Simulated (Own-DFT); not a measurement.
# Computed records: AlN (wurtzite, atoms displaced)

A calculation, not a measurement: plane-wave PBE density functional theory by an unreviewed code, no spin, of a simulated periodic cell, stress positive in tension, free energy of the whole cell less one offset for each atom, forces on such cells passed a denser k mesh, this cell's mesh not checked; offsets are fitted by least squares, one for each functional and potential file, so energies compare only between cells with the same atoms and settings and are not formation energies; the far tail of each file's local potential was reset to the Coulomb form; each entry is a single point on an unrelaxed cell, so the pressure reflects the starting lattice, mostly measured values (interpolated for alloys), from which strain is counted, and rises with the displacements; printed positions are rounded, which can move forces by about a meV/angstrom; the program, named Own-DFT, is a retired in-house code; no spin-orbit coupling. Program: Own-DFT development build.

Common to all runs: functional PBE; potential files PseudoDojo norm-conserving, scalar-relativistic, standard set; wave cutoff 42 hartree; occupations Fermi-Dirac; smearing width 0.1 eV; hardware one NVIDIA H100; k mesh 2 x 2 x 2 centred on Gamma.

(1) 
```xyz
128
Lattice="12.4480 0.0000 0.0000 -6.2240 10.7803 0.0000 0.0000 0.0000 9.9640" Properties=species:S:1:pos:R:3:force_x:R:1:force_y:R:1:force_z:R:1 formula=AlN free_energy_of_cell_above_offsets=-19.304 pressure=13.09 stress_xx=-14.85 stress_yy=-11.31 stress_zz=-13.13 stress_yz=0.67 stress_xz=0.16 stress_xy=2.95 wall_time=417.2
Al     0.1041     1.7785     0.0521     -3.174      0.964     -1.637
Al     1.4622     0.8094     2.3451       0.45      1.977       0.73
N     -0.1103     1.8106     1.8386      1.657     -0.643      1.571
N      1.3941     0.8465     4.3954      1.288      2.064     -1.981
Al    -0.0990     1.7253     4.9070      1.368      0.791      2.595
Al     1.3532     0.9268     7.4277      7.753     -3.719      2.829
N      0.0692     1.7988     7.0107     -4.506      4.612     -3.628
N      1.4713     0.7859     9.4904      1.786      1.863     -2.201
Al    -1.4549     4.5985     9.9565     -3.139     -0.989      2.724
Al     0.0852     3.5307     2.4445     -2.674       1.91      0.521
N     -1.6323     4.5729     1.9111      3.054       0.32     -0.019
N     -0.1159     3.4177     4.3919      1.841        3.2      0.078
Al    -1.4748     4.6089     5.1751     -1.862     -3.091     -5.352
Al    -0.0777     3.5930     7.6059      1.397     -0.067     -3.614
N     -1.4883     4.5380     6.8822     -0.145      0.362      3.198
N     -0.1846     3.5898     9.3006      4.174     -0.712      3.313
Al    -3.2930     7.1277     0.0344      3.618      2.448     -2.721
Al    -1.4718     6.5931     2.5957     -4.956     -6.413       0.46
N     -2.9547     7.1737     1.7028     -2.439      1.388      6.338
N     -1.4493     6.2925     4.4742     -3.439     -0.207     -0.854
Al    -3.1831     7.1215     4.9096      1.123      0.157      1.584
Al    -1.3952     6.4487     7.3370     -10.51     -6.243      4.769
N     -3.1223     7.0729     6.8958      0.715      1.521     -1.467
N     -1.5739     6.2816     9.4717     -0.841      1.066     -3.088
Al    -4.5825     9.8367     0.0630      0.668     -0.955     -1.125
Al    -3.2384     8.9317     2.6228      3.044     -0.095     -3.666
N     -4.5995     9.8498     1.8934     -2.811     -0.687       1.79
N     -2.9954     8.9232     4.3856     -3.448     -0.523       0.48
Al    -4.7304     9.9536     4.8396      1.455     -2.387      2.627
Al    -3.2835     8.9877     7.3905      3.363     -0.558      2.067
N     -4.6295     9.9728     6.7854     -2.097     -0.613     -0.163
N     -3.0210     8.9443     9.4861     -1.254      0.116     -1.738
Al     3.1802     1.9477     9.7956     -2.339     -1.529      1.925
Al     4.4204     0.8153     2.5918      3.174      2.629     -0.907
N      3.0013     1.7042     1.8540     -0.407      2.625     -0.179
N      4.6597     0.8122     4.3947     -0.918      1.493      0.866
Al     2.9176     1.6733     5.0437      3.487      1.685     -1.336
Al     4.5988     1.0893     7.5271      2.321     -4.447       0.58
N      3.2651     1.7952     6.8083     -6.795      2.421      0.218
N      4.6003     1.0035     9.3660      1.459     -1.632     -0.137
Al     1.6599     4.6551     9.8798     -1.387     -3.291      1.361
Al     3.1625     3.6643     2.4216     -2.935     -3.366       2.89
N      1.6042     4.5319     1.9515     -0.568     -1.467     -2.369
N      3.2210     3.8152     4.4356     -6.664     -4.232     -2.611
Al     1.4991     4.4777     4.9612      1.243     -0.058     -0.438
Al     3.0413     3.7146     7.3844      8.931     -4.847     -0.286
N      1.7870     4.5657     6.9313     -9.458      1.282     -3.766
N      3.1533     3.7682     9.1664     -4.358     -2.785      2.219
Al    -0.0665     7.1078     9.8865     -0.569      2.328      1.655
Al     1.5134     6.2029     2.5254      0.387      2.658     -1.373
N     -0.0842     7.1969     1.9868      5.781     -1.392     -4.069
N      1.4990     6.3246     4.2658      0.034     -1.141      4.583
Al    -0.0506     7.1259     5.0084      3.094      3.635      0.169
Al     1.6084     6.1729     7.4828      0.438      4.539       0.93
N     -0.0947     7.1868     6.9637      10.53      2.304     -3.667
N      1.5139     6.3570     9.4525       -1.1     -0.687     -1.926
Al    -1.3816     9.8559     0.0462     -2.422      1.112     -0.942
Al    -0.0928     8.8363     2.4034      0.519      6.213      2.366
N     -1.5427    10.0453     1.8819     -0.348     -5.052     -0.062
N      0.0116     8.9579     4.3963     -0.048      0.003      0.672
Al    -1.6223     9.8824     4.9911      2.901     -0.263      1.581
Al    -0.1541     8.8673     7.5565      0.447      3.562      -3.91
N     -1.6613     9.8136     6.9448      0.479      0.608     -0.736
N      0.0297     8.9052     9.2253      0.918      0.062      5.596
Al     6.2258     1.8348     9.8303      -0.05      1.298      1.931
Al     7.7330     1.0478     2.6117      0.172     -1.376      -6.05
N      6.2767     1.7398     1.8202     -2.001      1.735      0.999
N      7.7767     0.8970     4.3042      5.587     -3.674      1.495
Al     6.5007     1.6153     4.9922     -8.965      4.651      3.207
Al     7.7485     0.7372     7.5275     -0.486      8.403       2.78
N      6.1371     1.7660     6.9828      3.322      -0.63     -2.238
N      7.7468     0.9322     9.4303      1.803      -1.56     -0.731
Al     4.5631     4.3331     9.9397      4.454      2.878     -1.155
Al     6.1923     3.5872     2.5885      1.829     -1.194     -4.564
N      4.6094     4.2586     1.7861      2.469      3.797      0.343
N      6.2599     3.5577     4.3099      0.278     -0.182      3.755
Al     4.6790     4.5050     4.7537      4.442      2.582      4.703
Al     6.2326     3.5737     7.3940     -2.438      0.181      1.259
N      4.6776     4.4695     6.9043      0.155      1.276     -1.898
N      6.1061     3.6758     9.2701      2.591     -0.949      0.507
Al     2.9902     7.1209     0.0040      3.685      2.083      0.518
Al     4.6432     6.2738     2.2943      2.593     -2.316      3.673
N      3.2489     7.1889     2.0316     -4.902      0.112     -3.292
N      4.7223     6.4607     4.4867     -0.412     -2.297     -2.149
Al     3.1062     7.1755     5.0246       0.67      -1.93      0.311
Al     4.7174     6.4857     7.4443      6.775     -8.248      0.917
N      3.3525     7.1388     7.0859     -11.74      5.444     -4.485
N      4.5342     6.1809     9.1884      0.531      1.503      5.545
Al     1.6776     9.8286     0.0245      -4.02      2.564     -0.383
Al     2.8730     8.9305     2.4665      1.571      1.111     -0.637
N      1.3893     9.8207     1.8196       1.26      0.167       1.32
N      3.0148     8.7675     4.2759      0.821      4.734      1.955
Al     1.6832     9.8788     5.0702     -2.278     -1.126     -0.543
Al     3.1638     8.9986     7.4971      0.148      0.681      0.475
N      1.5597     9.9901     7.0589      0.264     -9.069     -4.226
N      3.0852     8.9942     9.4565      2.669     -1.886     -1.355
Al     9.4087     1.7410     0.0656     -3.479      2.034     -1.037
Al    10.8904     1.0061     2.6457     -1.878     -0.296     -2.647
N      9.3523     1.8735     1.8332     -0.002     -0.522      3.685
N     10.9029     0.8226     4.5168     -2.363      5.221     -2.605
Al     9.2942     1.8270     4.9325      0.574      1.334      1.268
Al    11.0021     0.9803     7.4938     -3.704     -1.196      -1.33
N      9.1845     1.7010     6.7929      2.326      1.547      1.085
N     10.8107     1.0688     9.2658      3.059     -2.356      1.505
Al     8.0526     4.6836     9.7267      -9.58     -0.227      5.113
Al     9.3030     3.7116     2.4441     -0.301     -0.056      1.011
N      7.7374     4.6311     2.0240     -0.085     -1.412     -2.138
N      9.3482     3.6388     4.4285      0.018      0.536      0.419
Al     7.6997     4.5647     5.2088      0.747     -0.675     -9.545
Al     9.3617     3.6973     7.5701     -0.903     -2.249     -1.488
N      7.7194     4.4081     6.8085      2.494      1.451      7.431
N      9.2537     3.6961     9.4733      7.485     -5.056     -2.857
Al     5.9417     7.1722     0.1968      1.767      0.164     -4.525
Al     7.8075     6.3506     2.4874      0.343     -0.625     -1.612
N      6.2205     7.1587     1.9298     -0.232      1.817      1.086
N      7.7241     6.3677     4.2560      0.655      0.058      3.226
Al     6.2800     7.1875     5.1073     -0.961      1.186     -5.287
Al     7.8651     6.3081     7.5752     -2.246     -1.138      -2.98
N      6.2652     6.9936     6.7568      2.461      2.877      5.463
N      7.7643     6.3119     9.3097     -2.151      2.181      1.133
Al     4.6430     9.9480     9.8983      0.742       0.48      0.339
Al     6.1081     9.1518     2.6310      0.144     -1.826     -1.867
N      4.5847    10.0201     1.8843      0.243     -0.744      0.788
N      6.1127     9.2330     4.5156      3.799     -4.487     -2.426
Al     4.6612     9.9939     4.8014     -4.293     -5.181      4.231
Al     6.2927     8.9644     7.5410     -0.512      0.318     -2.402
N      4.7491     9.9543     6.9222     -0.578     -1.117     -0.232
N      6.3153     8.9815     9.3436     -1.669     -0.629       1.89
```

Units: free_energy_of_cell_above_offsets in eV; pressure, stress_xx, stress_yy, stress_zz, stress_yz, stress_xz, stress_xy in GPa; wall_time in s; force_x, force_y, force_z in eV/Å.

(2) 
```xyz
128
Lattice="12.4480 0.0000 0.0000 -6.2240 10.7803 0.0000 0.0000 0.0000 9.9640" Properties=species:S:1:pos:R:3:force_x:R:1:force_y:R:1:force_z:R:1 formula=AlN free_energy_of_cell_above_offsets=-22.364 pressure=11.91 stress_xx=-12.96 stress_yy=-13.64 stress_zz=-9.14 stress_yz=-0.68 stress_xz=-1.06 stress_xy=0.98 wall_time=410.4
Al    -0.2388     1.8527     0.1042       4.13     -0.972     -1.871
Al     1.5357     0.9006     2.5700      1.733     -0.871     -1.563
N      0.1024     1.6308     1.8566     -2.531      2.709       1.48
N      1.5371     0.8840     4.4628      0.543      0.163     -0.702
Al     0.1211     1.8440     5.0377     -3.226      0.153     -0.468
Al     1.5893     0.8211     7.4127     -0.697      1.038      3.437
N     -0.0362     1.9000     6.9470       0.47     -1.479     -1.289
N      1.5615     0.7326     9.4209     -0.488       2.02     -0.461
Al    -1.6081     4.5356     9.9371      4.173      2.635      1.281
Al     0.1243     3.6127     2.3576     -6.843     -3.736      2.431
N     -1.5872     4.5202     1.9231      2.329      1.137     -0.062
N      0.1278     3.7045     4.2442     -5.621     -2.827      0.365
Al    -1.6086     4.5095     5.0034      2.136     -0.514     -0.282
Al    -0.1439     3.6644     7.4402      5.722     -2.861      1.389
N     -1.4239     4.6181     7.0240     -5.322     -4.584     -6.147
N     -0.0618     3.6455     9.2578     -0.069      -0.48      3.048
Al    -3.2629     7.0245     0.1775      2.967      2.304     -3.629
Al    -1.4154     6.3178     2.6312     -1.754     -1.167     -2.881
N     -3.1106     7.1684     1.9683      0.419      0.057      2.013
N     -1.5666     6.3926     4.4455      1.549     -3.373     -1.054
Al    -3.0991     7.0719     4.7503     -1.466      5.441      4.227
Al    -1.5804     6.1470     7.5524     -0.687      7.809     -1.208
N     -2.9411     7.2216     6.8103     -2.797     -1.843     -1.289
N     -1.6536     6.3103     9.2481      0.848      0.007      5.371
Al    -4.7329     9.7468     9.9598      1.861      2.264     -0.249
Al    -3.2900     9.0757     2.4365      5.786      -4.01      3.782
N     -4.6559     9.7678     1.9632     -4.831      3.788     -2.425
N     -3.1833     9.0723     4.4608      0.222     -2.336     -1.983
Al    -4.7421     9.8911     4.9873      0.857     -0.478      1.541
Al    -3.1669     8.8822     7.5092      1.579      1.881     -1.614
N     -4.7111     9.8489     6.9785      0.019     -0.653     -2.548
N     -3.1580     8.9391     9.2713      0.754     -0.574      4.672
Al     3.2033     1.8286     0.0759     -2.368     -0.947      -3.33
Al     4.7039     0.7851     2.5248      0.164      3.878      0.705
N      3.1202     1.8156     1.8293      0.417     -2.219       3.98
N      4.7728     0.9492     4.4337     -4.783     -3.278     -1.403
Al     3.0197     1.8948     4.9521      2.395     -6.331      2.292
Al     4.8290     1.0859     7.4059     -7.833     -5.626      2.432
N      3.0386     1.8289     6.9999       2.08     -0.282     -2.656
N      4.6779     0.9481     9.2956      0.929     -0.326      1.116
Al     1.5130     4.5478     0.0692      0.696     -5.505     -0.099
Al     3.0549     3.5586     2.3987      2.268     -1.134       0.75
N      1.5326     4.2536     1.9223      3.912      6.085     -2.194
N      2.9889     3.4787     4.5272      0.945      6.187     -2.907
Al     1.4144     4.3807     5.0653      4.029        3.1     -1.997
Al     3.2496     3.5599     7.3552     -4.847      0.409      3.403
N      1.5480     4.6588     6.7323      0.026     -4.072      3.345
N      3.0508     3.6003     9.4998      1.651      0.567     -2.225
Al     0.1308     7.1654     9.8236     -5.064      1.866      1.321
Al     1.6336     6.3243     2.5653      0.373     -0.715     -2.115
N      0.0007     7.0775     1.8818       1.72      2.263      0.316
N      1.5549     6.2643     4.3605      0.989     -0.027      1.215
Al     0.0263     7.1731     4.8223      0.959     -1.122      3.215
Al     1.4499     6.1504     7.5432      0.533      3.662      0.284
N     -0.0536     7.1924     6.9832      1.051     -0.832     -1.464
N      1.4731     6.1424     9.4991      2.588      2.967     -2.978
Al    -1.6069     9.8966     0.1777     -0.207     -0.503     -4.277
Al    -0.0682     9.0866     2.5072      1.125     -2.126     -0.982
N     -1.6815     9.8515     2.0288      1.085     -0.592     -0.896
N     -0.0873     8.9389     4.4519      -0.39     -2.017      -3.03
Al    -1.5312     9.6667     5.0532     -4.004       4.17      0.128
Al    -0.0030     9.0036     7.2122     -0.462       1.14      3.392
N     -1.5932    10.0266     6.8192      0.746     -1.235      1.231
N     -0.0001     9.0041     9.4251     -1.629     -1.096     -0.116
Al     6.3078     1.7638     9.8223     -2.224      0.157      3.223
Al     7.7899     0.8272     2.4260      3.373      1.125      1.599
N      6.3644     1.6704     1.8587     -3.472       1.39     -0.527
N      7.9305     0.7966     4.4323      -2.81      0.457     -0.078
Al     6.1334     1.7171     5.0444      4.894      -0.87      -0.68
Al     7.7823     1.0164     7.5411      0.134     -3.965      0.076
N      6.2108     1.8043     6.9324       4.84      1.225     -1.775
N      7.6675     0.7266     9.5071      3.679      2.009     -3.245
Al     4.9300     4.3869     9.9375     -6.303      2.789     -2.015
Al     6.1510     3.6005     2.4317      1.408     -2.858      1.103
N      4.6545     4.3137     1.6679     -0.514      1.711      6.041
N      6.0377     3.3454     4.4358      1.373      5.094     -1.182
Al     4.6141     4.4464     4.9667      0.022     -1.191     -0.096
Al     6.2702     3.4829     7.2899      0.212      4.613      1.153
N      4.5905     4.5455     6.9029       3.86      -1.89      -1.85
N      6.3528     3.6069     9.5407      2.329      -3.06     -4.077
Al     3.1211     7.0370     9.8554      0.877      0.644      0.456
Al     4.6454     6.1961     2.5133      1.023     -0.188     -1.003
N      3.3304     7.1449     1.7363     -3.946     -0.278      2.228
N      4.7517     6.2494     4.4898     -1.138     -0.593     -0.801
Al     3.1685     7.0871     5.2823     -0.911      1.272     -8.695
Al     4.8876     6.1887     7.3657     -2.688      3.026      3.272
N      3.0649     7.1864     6.8973      0.462     -1.755       6.17
N      4.6848     6.1931     9.4098      1.551     -0.145     -2.634
Al     1.4171     9.8041     0.1349       2.46     -0.384     -3.165
Al     2.9736     8.9072     2.4292      6.305     -1.333       2.03
N      1.6997     9.8280     1.8550     -5.655      1.018      1.811
N      3.1207     9.0357     4.3553     -0.892     -2.535      0.698
Al     1.3548     9.7138     4.8816      7.214      4.339      2.408
Al     3.0967     8.8808     7.4783     -0.137       2.93      0.733
N      1.5889     9.9713     6.9118     -0.734     -1.327     -0.802
N      3.1937     8.8809     9.4686     -2.626     -0.387     -1.764
Al     9.4598     1.6932     9.7317     -2.824      1.209      3.508
Al    10.8901     0.8018     2.5954     -0.217      3.394     -1.787
N      9.4276     1.6699     1.8547     -0.537      1.969     -1.167
N     10.8180     0.8271     4.3431      2.178      2.343      3.542
Al     9.3911     1.8478     5.0568     -0.379     -5.721      0.304
Al    11.0227     0.7305     7.6134      0.137      2.319     -3.624
N      9.4137     1.6934     7.0752     -0.019      2.557     -0.818
N     10.9353     0.7331     9.3353     -0.052      2.946      0.961
Al     7.8593     4.4532     9.8889      0.592      1.705      1.172
Al     9.3514     3.8273     2.5168      1.695     -6.112     -1.005
N      7.8501     4.4234     1.9619     -3.104      2.468     -0.684
N      9.2532     3.3829     4.3015      1.607       5.75      1.104
Al     8.0058     4.6044     4.9228     -3.223     -4.065      1.273
Al     9.3102     3.5847     7.3810      2.758     -0.203      2.774
N      7.8979     4.4731     6.8072     -2.597      1.119     -0.245
N      9.4629     3.7612     9.4349     -4.313     -5.047     -3.254
Al     6.2069     7.2482     0.0136     -0.563     -3.315     -2.142
Al     7.8868     6.2192     2.5876     -3.029      0.513     -2.108
N      6.0839     7.0994     1.7175      2.731      0.322      6.027
N      7.7262     6.2896     4.5227      2.183     -0.509     -2.905
Al     6.2827     7.1497     4.9096     -2.498      3.417      1.239
Al     7.6847     6.4363     7.4293      4.319     -1.264      0.116
N      6.2472     7.3704     6.9025     -0.715     -7.608     -4.268
N      7.8064     6.2896     9.2610     -1.856     -1.257      1.228
Al     4.5764     9.9006     9.8972      2.238     -3.298      3.396
Al     6.2502     9.0160     2.5170     -2.705     -0.855     -2.016
N      4.6764    10.0005     1.9704      0.181      -5.18     -2.514
N      6.1723     9.0713     4.3173      2.136     -2.902       1.22
Al     4.7500     9.8885     4.9582      -3.63      0.444      0.956
Al     6.2577     8.8704     7.4973     -0.846      7.558      1.917
N      4.6821     9.9036     6.9125      0.387     -2.875     -0.641
N      6.3415     8.8367     9.3219     -2.851       2.18      0.056
```

Units: free_energy_of_cell_above_offsets in eV; pressure, stress_xx, stress_yy, stress_zz, stress_yz, stress_xz, stress_xy in GPa; wall_time in s; force_x, force_y, force_z in eV/Å.
